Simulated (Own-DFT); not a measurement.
## Calculated data, Si$_{47}$N$_{64}$ (beta silicon nitride with one vacancy, atoms displaced)

Computed with Own-DFT development build. A calculation, not a measurement: plane-wave PBE density functional theory by an unreviewed code, no spin, of a simulated periodic cell, stress positive in tension, free energy of the whole cell less one offset for each atom, some atoms lie very close together, defect cell not probed for a lower state with spin; forces on such cells moved up to 12 meV/angstrom on a denser k mesh; offsets are fitted by least squares, one for each functional and potential file, so energies compare only between cells with the same atoms and settings and are not formation energies; the far tail of each file's local potential was reset to the Coulomb form; each entry is a single point on an unrelaxed cell, so the pressure reflects the starting lattice, mostly measured values (interpolated for alloys), from which strain is counted, and rises with the displacements; printed positions are rounded, which can move forces by about a meV/angstrom; the program, named Own-DFT, is a retired in-house code; no spin-orbit coupling; before rounding, a Quantum ESPRESSO 7.3.1 run of the same cell and cutoff gave forces within 1 meV/angstrom rms on each cell, which checks the program and not the settings.

Settings shared by all entries: functional PBE; potential files PseudoDojo norm-conserving, scalar-relativistic, standard set; wave cutoff 42 hartree; occupations Fermi-Dirac; smearing width 0.1 eV; k mesh 2 x 2 x 4 centred on Gamma.

(1) 
```xyz
111
Lattice="15.2120 0.0000 0.0000 -7.6060 13.1740 0.0000 0.0000 0.0000 5.8180" Properties=species:S:1:pos:R:3:force_x:R:1:force_y:R:1:force_z:R:1 formula=Si47N64 free_energy_of_cell_above_offsets=19.487 pressure=11.81 stress_xx=-11.27 stress_yy=-10.96 stress_zz=-13.2 stress_yz=0.11 stress_xz=0.22 stress_xy=0.33
Si    -1.5774     4.8487     0.8186      1.982       3.79     -4.091
Si     0.3720     2.5533     0.6666      -4.84      3.707     -0.894
Si     1.4646     5.5384     0.7016     -1.626     -3.414       2.28
Si     5.4089     1.4604     2.1735     -1.081     -0.005     -0.914
Si     3.5700     3.8880     2.2074       3.18      0.616      0.935
Si     2.3816     1.1266     2.2509      4.861     -2.364     -0.703
N      2.4261     0.1906     0.7001     -0.901      1.183      1.916
N      6.0826     1.9519     0.6851      3.814      1.226     -0.112
N      2.8422     4.3956     0.8412     -2.436      2.037     -4.622
N      1.4158     6.3218     2.2384      0.265      0.818       -2.1
N     -2.5017     4.7604     2.0867     -1.743     -1.872      6.156
N      1.0375     2.0153     2.0441     -2.748       2.12      3.647
N      0.0175     4.4314     0.6778      2.538     -2.831      0.613
N      3.7992     2.2786     2.1798      -0.19     -4.048      0.713
Si    -1.6228     5.0077     3.8245       6.29      4.276     -10.77
Si     0.2264     2.6511     3.5477     -0.347      0.764       1.29
Si     1.4567     5.4585     3.7061     -0.764     -2.992     -5.283
Si     5.5215     1.3935     4.9546     -2.871      1.343       5.01
Si     3.5663     3.9049     5.1400      0.843     -1.713     -0.911
Si     2.5088     1.2795     5.1855     -4.108     -7.013     -1.007
N      2.3801     0.2617     3.7570     -0.106     -1.693     -1.747
N      6.3158     1.9533     3.6668     -1.539       0.64     -3.331
N      2.7945     4.4276     3.5431      -0.43       0.02      5.423
N      1.3122     6.2964     5.0191      1.159      5.071      5.006
N     -2.3624     4.7067     5.0784     -7.064     -4.158      7.988
N      1.0139     2.0521     5.0608     -0.849       1.45     -1.955
N      0.0899     4.4464     3.6779     -2.367     -3.315     -0.542
N      3.7836     2.1100     5.1518      6.289      6.593     -1.085
Si    -5.4838    11.6925     0.7259      2.086     -0.393     -0.385
Si    -3.5672     9.1012     0.7203      3.067      4.557      1.508
Si     1.4595     8.0179     2.1262      2.704      1.138      2.529
Si    -0.1254    10.4165     2.2124     -5.749     -0.933     -1.405
Si    -1.5290     7.6345     2.2452       2.92      1.929     -2.629
N     -1.4330     6.8680     0.7089     -0.014     -5.583        5.4
N      2.3802     8.5576     0.7604      0.505     -0.286     -1.345
N     -1.0459    10.9834     0.6082     -0.381     -0.222      5.772
N     -2.4163    12.9423     2.1584     -0.096     -0.893      2.517
N     -6.1775    11.1754     2.2280     -2.876     -0.831       -1.6
N     -2.7054     8.7583     2.2567     -3.549      1.712     -1.113
N     -3.8507    11.0229     0.7026      0.109     -2.683      0.064
N     -0.0478     8.6703     2.2625     -0.523      0.804     -0.892
Si    -5.3877    11.6294     3.6199      1.296      2.373      0.592
Si    -3.6252     9.3403     3.6637      1.019     -4.402      -1.07
Si    -2.4301    11.9158     3.6490      3.152      1.512      -0.37
Si     1.5630     8.0657     5.1068      1.107       1.49     -2.237
Si    -0.2493    10.4497     5.1446      1.916      3.211     -1.855
Si    -1.4294     7.6704     5.2240      1.849        4.4      -7.67
N     -1.3023     6.8470     3.6085     -0.835      -4.51      5.405
N      2.5116     8.4676     3.5722     -2.198     -0.792      1.035
N     -0.9728    10.7495     3.6870     -2.941      2.784     -2.539
N     -2.3009    12.9774     5.0505     -0.642     -3.818     -2.156
N     -6.1468    11.0894     5.0204     -2.756      -0.69      1.718
N     -2.7429     8.7598     5.0754     -1.414      0.037      0.002
N     -3.8016    10.9418     3.5728     -1.041      2.255      0.415
N      0.0726     8.8860     5.0986     -0.446     -6.451       0.58
Si     5.8702     5.1186     0.6788      6.408      1.715      10.51
Si     7.9280     2.6509     0.7590     -4.448      1.467     -2.296
Si     8.8690     5.6009     0.8219      0.451     -5.322     -3.616
Si    13.0514     1.6039     2.2361     -3.997     -3.261     -0.617
Si    11.2226     3.8221     2.1729     -1.966      10.44     -0.604
Si    10.0757     1.0510     2.1811     -0.595      1.322      0.858
N     10.0958     0.1072     0.6933     -1.081     -0.104      3.398
N     13.6852     1.9826     0.7406      4.609      1.946      1.255
N     10.3054     4.4279     0.7661      0.143      0.455      -0.54
N      8.9911     6.4455     2.2125     -0.235     -0.074       1.15
N      5.1247     4.6882     2.3488      0.607      0.182      -2.52
N      8.5636     2.1098     2.1475      2.349     -1.402      3.076
N      7.5857     4.3538     0.7328     -1.158      2.556      0.554
N     11.3545     2.3417     2.0971      2.165     -11.82      0.495
Si     6.0018     5.0756     3.7696      1.888      1.139     -2.438
Si     7.7343     2.7443     3.6381       3.94      0.272     -0.747
Si     9.0923     5.4476     3.6478     -0.807     -1.676     -2.717
Si    12.8477     1.5556     5.2373      1.346     -3.901     -3.987
Si    11.0641     3.9003     5.0994      1.239     -1.339      1.462
Si     9.8758     1.1030     5.1992      0.869     -0.149     -1.631
N     10.0587     0.1872     3.7900     -0.589      1.501     -4.288
N     13.8061     1.9178     3.6564      1.653      1.538      2.032
N     10.4203     4.3762     3.6206      0.034      0.626     -0.401
N      8.9117     6.3118     4.9815      0.564      4.442      5.504
N      5.2298     4.6099     5.2383     -5.639     -2.789     -7.976
N      8.6522     2.2588     5.0579     -0.652     -0.469      0.583
N      7.7092     4.4561     3.6846     -2.909     -0.646     -0.389
N     11.3044     1.9902     5.0416     -0.694      6.126        0.3
Si     2.1905    11.4871     0.6732     -0.395      2.625      1.891
Si     3.9644     9.3030     0.6054          1     -0.409      2.703
Si     5.1104    11.9251     0.7913      4.427      5.034     -0.318
Si     8.9981     8.1404     2.2335      14.64     -3.739     -1.026
Si     7.3129    10.4669     2.1936      2.802      0.556      0.067
Si     6.2299     7.8241     2.2086      -2.24     -1.734     -0.872
N      6.1791     6.9133     0.6299     -0.189     -5.852      8.042
N     10.1311     8.5591     0.8010     -6.506     -2.844      -1.58
N      6.6513    11.1066     0.8226     -0.194     -0.812     -3.763
N      5.0468    12.8085     2.2913      0.708      5.567     -3.436
N      1.3163    11.1284     2.2375      5.017       2.36     -1.266
N      4.8767     8.8571     2.1194     -0.623      0.207     -0.157
N      3.8319    11.0518     0.6746     -5.123     -5.956     -0.108
N      7.6685     8.7023     2.1816     -11.88      7.018     -0.772
Si     2.2463    11.7410     3.5958      -0.19     -3.677      1.786
Si     3.9814     9.3274     3.5872      1.477     -4.009      0.182
Si     5.2306    12.0264     3.6937     -2.815      0.167      1.858
Si     9.1312     8.0796     5.1357      1.492      1.041     -1.946
Si     7.3799    10.4505     4.9992     -0.078      1.305      1.981
Si     6.2109     7.6590     5.1225     -3.353      4.804     -5.322
N      6.1555     6.8782     3.6609     -0.273     -2.869      -1.19
N     10.0280     8.5523     3.4664     -0.077      0.211      5.073
N      6.5456    11.0554     3.5749      3.116     -2.214      1.991
N      5.0612    12.9414     5.1185      1.808      0.435       1.51
N      1.3101    11.3587     5.1030     -0.031     -1.561     -1.979
N      4.8747     8.8872     5.0983     -0.179     -1.153     -1.865
N      3.8932    10.9186     3.6188     -3.139      4.233      0.169
N      7.4234     8.7263     5.0005       5.81      2.541      0.753
```

Units: free_energy_of_cell_above_offsets in eV; pressure, stress_xx, stress_yy, stress_zz, stress_yz, stress_xz, stress_xy in GPa; force_x, force_y, force_z in eV/Å.

(2) 
```xyz
111
Lattice="15.2120 0.0000 0.0000 -7.6060 13.1740 0.0000 0.0000 0.0000 5.8180" Properties=species:S:1:pos:R:3:force_x:R:1:force_y:R:1:force_z:R:1 formula=Si47N64 free_energy_of_cell_above_offsets=22.700 pressure=11.74 stress_xx=-16.22 stress_yy=-8.29 stress_zz=-10.71 stress_yz=-2.32 stress_xz=-1.55 stress_xy=-0.53
Si    -1.5711     5.1377     0.8086      0.333     -8.352      -0.63
Si     0.1212     2.7039     0.7561      8.944       3.84     -3.064
Si     1.5696     5.4488     0.8327     -5.108     -0.001     -6.276
Si     5.4642     1.5745     2.1730      -4.56     -2.851      0.264
Si     3.6742     3.8626     2.1170     -1.951       1.41     -0.028
Si     2.2621     1.1020     2.2022      4.024      2.028      -1.67
N      2.4698     0.2077     0.6889     -1.049      -1.39      2.586
N      6.1865     1.8632     0.6790      5.993      3.472      5.183
N      2.7048     4.3372     0.6792      5.094     -1.755     -0.631
N      1.4536     6.3166     2.1292     -0.024      3.973      4.847
N     -2.3737     4.5699     2.3042     -0.314      0.458     -2.322
N      1.0371     2.2783     2.1462        0.8     -1.772     -2.224
N      0.0416     4.3852     0.7029     -0.489      1.328      0.698
N      3.7517     2.2022     2.0607      1.366     -2.036      0.972
Si    -1.4994     5.1060     3.7068     -2.888      -0.95     -0.348
Si     0.2783     2.6011     3.5098     -1.446      1.786       6.38
Si     1.3146     5.3105     3.6391       2.94      5.035      0.865
Si     5.5153     1.5630     5.1179     -6.413     -2.359     -2.157
Si     3.6603     3.9692     5.0227     -3.081     -1.133     -0.114
Si     2.4769     1.1541     5.1363      0.499      3.019      0.258
N      2.3699     0.3806     3.6996     -0.861     -5.962     -2.626
N      6.1165     1.9592     3.6750      4.652      1.661     -2.968
N      2.7202     4.3647     3.4799      1.866     -0.431       2.68
N      1.3093     6.4382     5.1346      1.011     -0.893     -0.738
N     -2.4048     4.6539     5.0860     -1.079     -0.523      2.328
N      1.0583     2.0374     5.0614     -3.576      2.676     -0.022
N     -0.0190     4.4055     3.6715     -0.281     -4.557     -0.416
N      3.7768     2.2637     5.1740      2.646     -0.947     -0.858
Si    -5.4119    11.6917     0.6370      3.111      0.509       4.49
Si    -3.6078     9.3518     0.7313      1.412     -0.507     -1.241
Si    -2.4213    12.0036     0.7335     -0.601      4.287     -0.072
Si     1.6989     8.1265     2.1116     -0.606     -2.278      0.025
Si    -0.1459    10.6698     2.1909     -3.555     -4.583     -0.983
Si    -1.3995     7.8084     2.0664      0.937     -2.164      2.506
N     -1.4126     6.6566     0.7690      0.163      10.47     -1.314
N      2.5805     8.5427     0.5781     -0.988      1.013      3.028
N     -1.0226    11.0717     0.7250      0.735     -1.286      1.046
N     -2.3881    12.9661     2.1789      0.143      0.422       0.06
N     -6.2645    11.1798     2.1943      2.115      0.946     -1.717
N     -2.7859     8.8682     2.1426      0.516     -1.186      0.951
N     -3.7700    11.0059     0.7090      -2.23      0.627      0.036
N      0.0626     8.6882     2.3045     -0.729      3.509     -1.382
Si    -5.5900    11.6692     3.6161      5.257      1.691      3.005
Si    -3.6892     9.0885     3.6505      3.038      5.197     -1.029
Si    -2.3801    11.9164     3.6055     -12.19       9.77       1.27
Si     1.5724     8.2586     5.0361      3.314      -5.09      0.591
Si    -0.4358    10.5718     5.0883      4.723     -1.386     -2.271
Si    -1.3509     7.7819     5.0319     -0.266     -2.183      0.728
N     -1.3888     6.7490     3.6410     -0.376      4.004     -1.045
N      2.4719     8.4488     3.6408     -0.484      0.629     -1.965
N     -1.1142    11.2025     3.4923      12.23       -8.3      1.922
N     -2.2247    13.0276     5.1213     -1.094     -2.837     -0.833
N     -6.3271    11.2072     5.2555      3.805       1.68     -5.606
N     -2.8374     8.8072     5.0614      3.394     -1.196      1.167
N     -3.8563    11.0401     3.7063     -1.447      -1.88     -0.461
N      0.0777     8.7715     5.0926     -6.642      4.222       0.43
Si     5.9656     5.0236     0.7076      2.101      2.554      2.427
Si     7.8581     2.6260     0.8350     -1.843      2.909     -4.799
Si     9.0816     5.2459     0.7010     -16.02      16.82     -1.388
Si    13.0798     1.4224     2.2770      -5.75     -0.213     -8.706
Si    11.1978     4.0485     2.2095      -1.37      -2.65      0.993
Si     9.9417     1.1214     2.0768      3.805     -1.543      5.309
N     10.0512     0.1747     0.7119     -0.912     -5.662      4.099
N     14.0215     1.9698     0.7118     -10.53     -5.876     -0.109
N     10.1326     4.3599     0.7847       19.9     -13.28     -0.116
N      9.0833     6.2582     2.2298        0.3      2.751     -1.631
N      5.1939     4.7092     2.2738     -2.017     -1.682     -3.392
N      8.7399     2.2321     2.1746     -1.857      -0.82      -0.22
N      7.5896     4.4578     0.7966     -1.219     -3.718     -0.259
N     11.3516     2.0972     2.1672      2.553      1.746     -0.219
Si     6.0219     5.1155     3.6508      3.844        0.7      0.881
Si     7.8851     2.5689     3.5877     -1.696      3.051       1.94
Si    13.0704     1.5485     4.9940     -2.975      1.408      3.933
Si    11.1395     4.1000     5.0428     -0.363     -2.674      0.521
Si    10.0246     1.1465     5.3400      -1.08        2.5     -9.985
N      9.9540     0.1316     3.6375     -0.146      3.414     -0.317
N     13.8017     1.8686     3.5417      5.627      3.012      4.949
N     10.2963     4.3871     3.6240      0.864       0.17     -0.654
N      8.9910     6.4058     5.0421      0.459     -2.009      3.018
N      5.2579     4.5552     5.1167     -1.527     -0.177     -1.822
N      8.7497     2.3055     5.0223      -1.66     -1.707      3.636
N      7.6145     4.2901     3.4910     -1.678     -0.235      0.345
N     11.2923     2.1451     5.1140      5.355      3.457     -0.101
Si     2.2942    11.5224     0.7232      0.081      1.257     -1.794
Si     4.1482     9.3138     0.7024     -0.007     -0.459      2.184
Si     5.1612    12.2003     0.7387      3.037      -4.25     -2.957
Si     9.3034     8.2300     2.2107     -2.976     -4.722     -1.539
Si     7.4433    10.5145     2.1963     -3.464     -2.362     -1.215
Si     6.3559     7.6912     2.1417     -4.412     -3.381      0.594
N      6.1852     6.7502     0.6445     -0.131       1.77      0.935
N     10.1669     8.5488     0.5788     -0.061      1.362      6.269
N      6.7108    10.9747     0.7158     -3.328      2.048      0.298
N      5.2344    12.8581     2.1719      0.533        3.9      3.824
N      1.3345    11.2172     2.1129      4.448      1.322      0.915
N      4.8822     8.7159     2.3166      0.405     -0.151     -4.332
N      3.9748    11.0631     0.5507     -3.087     -2.393      1.061
N      7.5598     8.7125     2.1795      6.123      4.801     -0.193
Si     2.2022    11.6817     3.6659      2.956     -1.674     -2.822
Si     4.0004     9.1094     3.6760      0.489      2.763     -1.754
Si     5.1698    12.0680     3.7279     -0.427     -4.603     -3.175
Si     9.2122     8.0640     5.2323     -3.452     -2.115     -4.909
Si     7.4574    10.5836     5.0554      -4.39     -4.242      1.645
Si     6.1903     7.9482     5.1487      4.841     -7.064     -1.837
N      6.3163     6.8089     3.6178     -0.966      0.444      1.484
N     10.0115     8.5757     3.6900     -2.055     -0.654      0.093
N      6.6507    11.0007     3.6447     -1.067      1.645     -0.031
N      5.1026    13.0354     5.0563        1.2      1.064      1.558
N      1.4887    11.1694     5.0223     -4.116     -1.928      3.407
N      4.7985     8.6761     5.0598     -2.005      2.327      1.761
N      3.8673    10.8617     3.5382     -1.415      1.828      0.677
N      7.6442     8.7917     5.0965      0.344      2.345      0.218
```

Units: free_energy_of_cell_above_offsets in eV; pressure, stress_xx, stress_yy, stress_zz, stress_yz, stress_xz, stress_xy in GPa; force_x, force_y, force_z in eV/Å.
